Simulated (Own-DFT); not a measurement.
# Shaking the atoms of grey tin, 64 atoms (Sn64)

Calculated results; nothing here was measured. They come from Own-DFT, an in-house plane-wave density functional program, since retired, whose code no person has reviewed. Each row is one single-point run on a periodic cell that was not relaxed, without spin or spin-orbit coupling.

Settings of every run: PBE; PseudoDojo norm-conserving scalar-relativistic files; cutoff 42 hartree; 3 x 3 x 3 k mesh centred on Gamma; cold (Marzari-Vanderbilt) smearing of 0.2 eV.

Known limits: forces on such cells moved up to 12 meV/angstrom on a denser k mesh; stress not checked against mesh or cutoff.

Cell vectors in Å: (12.978, 0.000, 0.000); (0.000, 12.978, 0.000); (0.000, 0.000, 12.978). In each run every atom was moved at random and independently from its ideal site; u is the rms move along one axis. E is the free energy for each atom above the fitted value at u = 0, and F the rms of the force components.

| run | u (Å) | E (meV/atom) | F (eV/Å) | largest force (eV/Å) | P (GPa) |
|---|---|---|---|---|---|
| 1 | 0.0189 | 4.7 | 0.210 | 0.72 | 3.38 |
| 2 | 0.0223 | 5.8 | 0.226 | 0.72 | 3.39 |
| 3 | 0.0489 | 28.4 | 0.515 | 1.67 | 3.60 |
| 4 | 0.0495 | ? | ? | ? | ? |
| 5 | 0.0955 | 114.3 | 1.054 | 3.44 | 4.37 |
| 6 | 0.0965 | 114.4 | 1.063 | 3.58 | 4.42 |
| 7 | 0.1418 | 273.9 | 1.860 | 7.26 | 5.95 |

## Worked fit

For small independent moves the energy grows as E = (3/2) K u², with K the mean stiffness felt by one atom. The runs with u up to 0.11 Å give K = 8.2 ± 0.2 eV/Å², with residuals divided by u² + 0.0006 Å², since the noise grows with the moves. The scatter is 1.0 meV/atom at u = 0.05 Å. The forces follow F = G u with G = 10.8 eV/Å²; no force at u = 0 is resolved. G exceeds K because the moves of its neighbours add to the force on an atom, and stiffness differs between atoms. At u = 0.142 Å the parabola gives 247 meV/atom and the run 274. The pressure follows P = 3.33 + 116 u² GPa: at fixed volume, shortened bonds push harder than stretched ones pull.

## Withheld run

Question: what energy and rms force should run 4 give?

The fit gives 30 ± 1 meV/atom and about 0.53 eV/Å. The calculation gave 34.2 meV/atom and 0.588 eV/Å. This run lies off the fit, by chance or by something that the fit leaves out.
